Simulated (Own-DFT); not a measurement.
Simulation results for Si23GeO48 (quartz with substituted atoms, atoms displaced)

Computed with Own-DFT development build. A calculation, not a measurement: plane-wave PBE and HSE06 DFT by an unreviewed code, no spin, of a simulated cell at Gamma alone, so results move with cell size and shape, stress positive in tension, energies less offsets, not probed for a lower state with spin; oxygen file: force components 24 meV/angstrom off all-electron in a glass; k mesh not checked against a denser one; forces and stress are PBE's, HSE06 gives the energy alone, and its difference from PBE has offsets of its own; offsets are fitted by least squares, one for each functional and potential file, so energies compare only between cells with the same atoms and settings and are not formation energies; the far tail of each file's local potential was reset to the Coulomb form; each entry is a single point on an unrelaxed cell, so the pressure reflects the starting lattice, mostly measured values (interpolated for alloys), from which strain is counted, and rises with the displacements; printed positions are rounded, which can move forces by about a meV/angstrom; the program, named Own-DFT, is a retired in-house code; no spin-orbit coupling.

Settings shared by all entries: first functional PBE; second functional HSE06; exact exchange share 0.25; screening 0.11 1/bohr; exchange divergence Gygi-Baldereschi; potential files PseudoDojo norm-conserving, scalar-relativistic, made for PBE, standard set; wave cutoff 48 hartree; occupations fixed; k mesh 1 x 1 x 1 centred on Gamma.

(1) 
```xyz
72
Lattice="9.8268 0.0000 0.0000 -4.9134 8.5103 0.0000 0.0000 0.0000 10.8104" Properties=species:S:1:pos:R:3:force_x:R:1:force_y:R:1:force_z:R:1 formula=Si23GeO48 PBE_energy_of_cell_above_offsets=-4.463 HSE06_less_PBE_above_offsets=-0.021 PBE_pressure=16.63 PBE_stress_xx=-20.83 PBE_stress_yy=-15.99 PBE_stress_zz=-13.06 PBE_stress_yz=0.25 PBE_stress_xz=1.97 PBE_stress_xy=0.43
Si     2.2992     0.0862    10.7895      0.512     -2.197      1.423
Si    -1.0623     2.0254     3.6077     -6.321      1.244      3.403
Si     1.3652     2.0681     1.9526     -3.164      2.696     -6.802
O      1.2371     1.1953     0.5990      1.081     -0.696      0.219
O      2.6845     2.5184     2.4905      4.182        1.5      2.296
O      3.2967     0.4906     4.2210      0.305      4.096     -0.474
O     -1.1416     3.2461     4.7398      1.605     -0.718     -0.354
O      0.2619     1.7691     2.9523      2.497     -1.319      0.192
O      0.7745     3.7034     1.0737      6.283     -5.788      8.292
Si    -2.6476     8.5026     5.4252      7.171      5.951       0.82
Si    -1.1001     1.9790     8.8709     -8.544       1.45      3.969
Si     1.1462     2.3582     7.2011      7.946     -11.88      3.195
O      1.3647     1.0250     6.0461     -3.757      6.269      3.353
O      2.8358     2.3183     7.9003     -7.066      2.202     -5.821
O      3.3152     0.7180     9.7097     -2.494     -6.336      3.547
O     -1.1175     3.1781     9.9703      1.794      1.003      0.892
O      0.2386     1.6600     8.3540       5.99     -1.106     -2.873
O      0.7733     3.5957     6.6134     -2.826      8.806     -4.856
Si    -0.0506     4.1603     0.0015     -5.687      4.047     -8.182
Si     6.1900     6.2582     3.6515     -1.469      1.987     -2.472
Si    -1.1686     6.4000     1.7173     -0.567      3.913      1.443
O     -1.0952     5.2931     0.6183      0.278     -1.153     -1.817
O      0.3141     6.8198     2.3186      0.686     -1.811      1.968
O      0.8570     4.8318     4.2537      2.164      1.452     -2.415
O     -3.3671     7.4919     4.7438     -7.462     -10.52     -6.379
O     -2.3212     6.0004     2.8111      2.271      -0.69     -0.121
O     -1.6461     7.9378     1.1626     -0.342     -0.425     -0.522
Si    -0.1092     4.4000     5.3497     -0.051     -6.585      0.162
Ge     6.2125     6.1686     8.9326     -5.429      2.672      4.024
Si    -1.2243     6.5181     7.2553      1.095      1.665     -5.695
O     -1.0179     5.2835     6.1094     -3.911      5.394      3.556
O      0.2393     6.7611     7.7396      3.021      0.391      2.135
O      0.9673     4.9791     9.5874     -3.186     -5.465      3.802
O     -3.4841     7.3437    10.2414     -0.276      0.812     -0.523
O     -2.1794     6.0183     8.3195      4.736     -1.996     -0.754
O     -1.7146     7.9267     6.5156      2.597     -3.207      3.759
Si     7.0717     0.1161    10.7319      6.644      0.699      3.264
Si     3.7220     2.1006     3.6870      1.257     -5.733      -0.77
Si     6.1894     2.2905     1.7955       0.08      1.261      3.225
O      6.4024     1.2065     0.7104     -2.366      1.449      0.307
O      7.5943     2.4681     2.6072     -0.429      0.653     -1.449
O      8.2640     0.6004     4.2001      0.302     -0.166     -0.173
O      3.8853     3.1424     4.8636     -2.724     -2.713     -1.437
O      5.1426     1.7137     2.9463     -0.302      1.322     -0.409
O      5.7124     3.6810     1.1236      1.772     -1.526      2.688
Si     2.3567     8.4474     5.2717     -1.312      3.135      1.486
Si     3.7977     1.8894     8.9604      4.588      6.631      1.648
Si     6.3155     2.3453     7.2063     -6.473      -12.2     -0.143
O      6.4127     1.1346     6.0696     -0.211     -0.344     -0.947
O      7.5907     2.5261     7.8068      11.63      0.808      5.015
O      8.0361     0.7008     9.6484      2.001      0.851     -1.802
O      3.8044     3.1528    10.1105      0.413      0.257      0.973
O      5.2821     1.7922     8.4417      1.925     -0.585     -1.397
O      5.8152     3.5763     6.7034     -6.083      10.78     -6.491
Si     4.7427     4.2915     0.0853     -0.189     -3.369     -5.912
Si     1.3834     6.2484     3.5751     -6.878     -0.384     -1.979
Si     3.6526     6.5942     1.7109      5.904     -7.799      5.695
O      3.9339     5.4320     0.6616     -3.014      1.857      0.635
O      5.2360     6.8740     2.2496     -0.082     -1.359      3.558
O      5.7900     4.8409     4.3596     -0.124      0.759     -0.453
O      1.4290     7.2823     4.7055     -1.081      1.947      1.771
O      2.7308     6.0381     3.0026      6.224     -1.322     -3.371
O      3.1606     7.8274     1.2316     -5.433      10.62     -6.035
Si     4.7633     4.2217     5.4568      6.909      -0.69      1.719
Si     1.2728     6.2842     8.9360      2.412      4.576     -1.209
Si     3.6767     6.3548     7.2101      2.628      5.482     -9.421
O      3.9008     5.3037     6.0216     -3.131      2.746      1.305
O      5.0174     6.6490     7.8370      3.948      2.005      0.288
O      5.6881     4.7805     9.6332     -0.741     -2.509      1.491
O      1.4079     7.5018    10.1841      -4.65     -7.459     -5.126
O      2.8072     5.9234     8.2507     -9.359     -2.149      8.071
O      3.1831     7.8111     6.4236      2.283     -3.177      2.996
```

Units: PBE_energy_of_cell_above_offsets, HSE06_less_PBE_above_offsets in eV; PBE_pressure, PBE_stress_xx, PBE_stress_yy, PBE_stress_zz, PBE_stress_yz, PBE_stress_xz, PBE_stress_xy in GPa; force_x, force_y, force_z in eV/Å.

(2) 
```xyz
72
Lattice="9.8268 0.0000 0.0000 -4.9134 8.5103 0.0000 0.0000 0.0000 10.8104" Properties=species:S:1:pos:R:3:force_x:R:1:force_y:R:1:force_z:R:1 formula=Si23GeO48 PBE_energy_of_cell_above_offsets=-5.838 HSE06_less_PBE_above_offsets=0.362 PBE_pressure=13.38 PBE_stress_xx=-15.51 PBE_stress_yy=-11.61 PBE_stress_zz=-13.02 PBE_stress_yz=-1.33 PBE_stress_xz=0.45 PBE_stress_xy=-1.63
Si     2.4011     0.1173    10.8019     -3.023     -7.409      2.566
Si    -1.2023     2.1543     3.6492      1.138     -3.609     -0.028
Si     1.2990     2.3254     1.8155      2.002     -6.948      2.224
O      1.3735     1.1253     0.5731     -0.874      3.059      2.155
O      2.8344     2.5095     2.4242     -4.643      1.267     -4.301
O      3.2766     0.6604     4.3700      2.907      2.975     -4.963
O     -1.1013     3.2076     4.8538     -3.388     -3.709      -3.25
O      0.2867     1.7052     2.9447     -0.701      1.658      0.006
O      0.8797     3.5732     1.1250     -2.403      5.164     -2.563
Si    -2.4636     8.4006     5.3362     -7.465      2.584      3.281
Si    -0.9847     1.9991     9.0475     -10.52     -5.375     -3.363
Si     1.3603     2.2613     7.2420     -1.746      0.362     -3.883
O      1.3342     1.1362     6.1534      1.502     -3.583     -2.583
O      2.7581     2.5145     7.7940      5.525     -0.328      4.895
O      3.2397     0.5702     9.5986      0.832     -1.887     -0.608
O     -1.1178     3.0842    10.0768     -0.012      3.953      5.257
O      0.2884     1.9967     8.3572      5.585     -1.798     -0.152
O      0.7935     3.5648     6.5434     -1.094      2.492     -1.823
Si    -0.1268     4.1417    10.7868     -2.659      2.587      1.238
Si     6.1837     6.2354     3.5931     -3.712     -0.533      2.749
Si    -1.0386     6.5238     1.7419     -9.141     -0.445      0.862
O     -1.1961     5.4383     0.6485      2.365     -4.686     -3.359
O      0.1917     6.6794     2.4911      6.723      1.024      2.909
O      0.7252     4.8971     4.3612      2.906     -0.553     -3.891
O     -3.5056     7.3939     4.7592     -1.526     -1.554      -0.97
O     -2.3051     6.0565     2.9707      7.646     -0.225     -4.279
O     -1.5658     7.9400     1.2482     -1.483       2.63     -2.699
Si    -0.2109     4.3245     5.3497      4.723     -6.003      5.287
Si     6.1649     6.1779     9.0690      3.804     -0.836      0.367
Si    -1.1131     6.4516     7.2398     -1.623      2.526     -1.996
O     -0.8879     5.3502     6.1163     -5.089      5.679      3.071
O      0.3253     6.7168     7.7819      3.589      0.078      3.706
O      0.8255     4.7713     9.6766      0.229      0.297      0.085
O     -3.6577     7.3664    10.1091      2.993      2.952      3.184
O     -2.1025     5.9620     8.3374     -2.384     -0.604      2.507
O     -1.6366     7.9589     6.5045      3.973     -4.556      5.071
Si     7.1010     0.0245    10.7235      9.409      0.564      2.004
Si     3.6878     1.9733     3.5327      1.662      1.246      7.744
Si     6.2462     2.2579     1.8641     -5.745      0.647     -2.886
O      6.4163     1.0955     0.6273     -5.027      7.566      5.291
O      7.6532     2.5406     2.3472      4.377      0.637      2.996
O      8.2393     0.6060     4.2863      0.212      2.403     -1.275
O      3.8247     3.2246     4.7545     -4.921     -5.907     -4.928
O      5.1459     1.7813     3.0615      4.921     -0.227      -3.36
O      5.6953     3.7844     1.1140      3.424     -5.073      4.306
Si     7.2772     0.0019     5.4289     -2.365      3.213     -0.771
Si     3.7391     1.9514     9.1961      0.321      4.946     -6.407
Si     6.0285     2.1381     7.2029      4.637      5.192     -0.681
O      6.1951     1.2318     5.9337      1.054     -2.961     -1.116
O      7.7787     2.5355     7.6765     -2.281     -1.893      1.731
O      8.1581     0.4280     9.6615      3.283      4.514     -3.468
O      3.7966     3.1801    10.1974     -2.141     -2.673     -0.004
O      5.2111     1.7817     8.5033     -0.714     -0.705      0.999
O      5.5209     3.6018     6.3950      5.847     -5.678      8.732
Si     4.7549     4.2457     0.0054     -0.576       1.52     -0.533
Ge     1.4182     6.1957     3.6277     -2.962      3.289      1.521
Si     3.7320     6.5170     1.7719      1.024       -1.4     -0.842
O      3.8940     5.4042     0.5769     -2.078      1.705      1.264
O      5.1731     6.7358     2.4395     -0.791      0.702       0.02
O      5.7670     4.7781     4.2435     -0.755      1.349      0.084
O      1.3343     7.4705     4.8083     -0.253     -0.779     -0.486
O      2.7901     5.7567     2.9197       4.15     -0.522     -2.474
O      3.1662     7.7682     1.0166     -0.258       0.97      1.479
Si     4.6725     4.2482     5.4164      1.131      4.699      -5.04
Si     1.3058     6.1898     9.1341      0.228      2.842     -3.223
Si     3.7487     6.5452     7.1997      2.806     -0.974      1.803
O      3.8409     5.4332     5.9920     -1.942      3.329      1.872
O      5.3900     6.7687     7.9060     -6.297      0.919     -5.548
O      5.5621     4.8025     9.6041      1.889      0.314      -1.96
O      1.4024     7.4438    10.2391      -7.65     -9.714     -4.962
O      2.7883     6.0661     8.4589      0.137     -0.078     -0.428
O      3.2141     7.9243     6.5849      1.294     -0.627      1.845
```

Units: PBE_energy_of_cell_above_offsets, HSE06_less_PBE_above_offsets in eV; PBE_pressure, PBE_stress_xx, PBE_stress_yy, PBE_stress_zz, PBE_stress_yz, PBE_stress_xz, PBE_stress_xy in GPa; force_x, force_y, force_z in eV/Å.
